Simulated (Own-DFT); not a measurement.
# What a defect does to the pressure of its cell: wurtzite GaN

Calculated, not measured: single-point runs of Own-DFT, a retired in-house plane-wave DFT program that no person has reviewed, on unrelaxed cells, without spin or spin-orbit coupling.

All runs used: PBE; PseudoDojo norm-conserving scalar-relativistic files; cutoff 42 hartree; 4 x 4 x 3 k mesh centred on Gamma; Fermi-Dirac smearing of 0.1 eV.

Caveats (not all hold for every row): not probed for a lower state with spin; forces not confirmed at this smearing and k mesh; stress not checked against mesh or cutoff.

All runs share one cell, with vectors in Å (9.567, 0.000, 0.000); (-4.784, 8.285, 0.000); (0.000, 0.000, 10.370) and a volume of 822.0 Å³. The atoms are randomly displaced, by u rms on each axis. The defect's site can differ from row to row.

```
cell,formula,u (Å),P (GPa)
no defect,Ga36N36,0.0195,5.91
no defect,Ga36N36,0.0460,7.11
no defect,Ga36N36,0.0483,7.27
one Ga on an N site,Ga37N35,0.0268,11.75
one Ga on an N site,Ga37N35,0.0313,12.17
one Ga on an N site,Ga37N35,0.0536,?
one Ga on an N site,Ga37N35,0.0568,13.38
one N on a Ga site,Ga35N37,0.0290,5.37
one N on a Ga site,Ga35N37,0.0313,5.63
one N on a Ga site,Ga35N37,0.0486,6.35
```

## Working it out

P = P0 + c u² + a shift for each defect gives P0 = 5.75 GPa, c = 631 ± 41 GPa/Å² and a scatter of 0.11 GPa. The shifts, and each times the cell's volume:

- one Ga on an N site: 5.65 ± 0.09 GPa, 29.0 eV
- one N on a Ga site: -0.84 ± 0.09 GPa, -4.3 eV

A positive shift means that the defect pushes the cell outwards. Shift times volume (160.2 GPa Å³ is 1 eV) depends little on the cell's size, so, taken for each site, it can be compared between cells at like pressure. The atoms around the defects weren't relaxed, which would change these numbers.

## The run left out

Q: what pressure belongs in the blank (one Ga on an N site, u = 0.0536 Å)?

The fit gives 13.21 ± 0.14 GPa. Computed: 13.50 GPa.
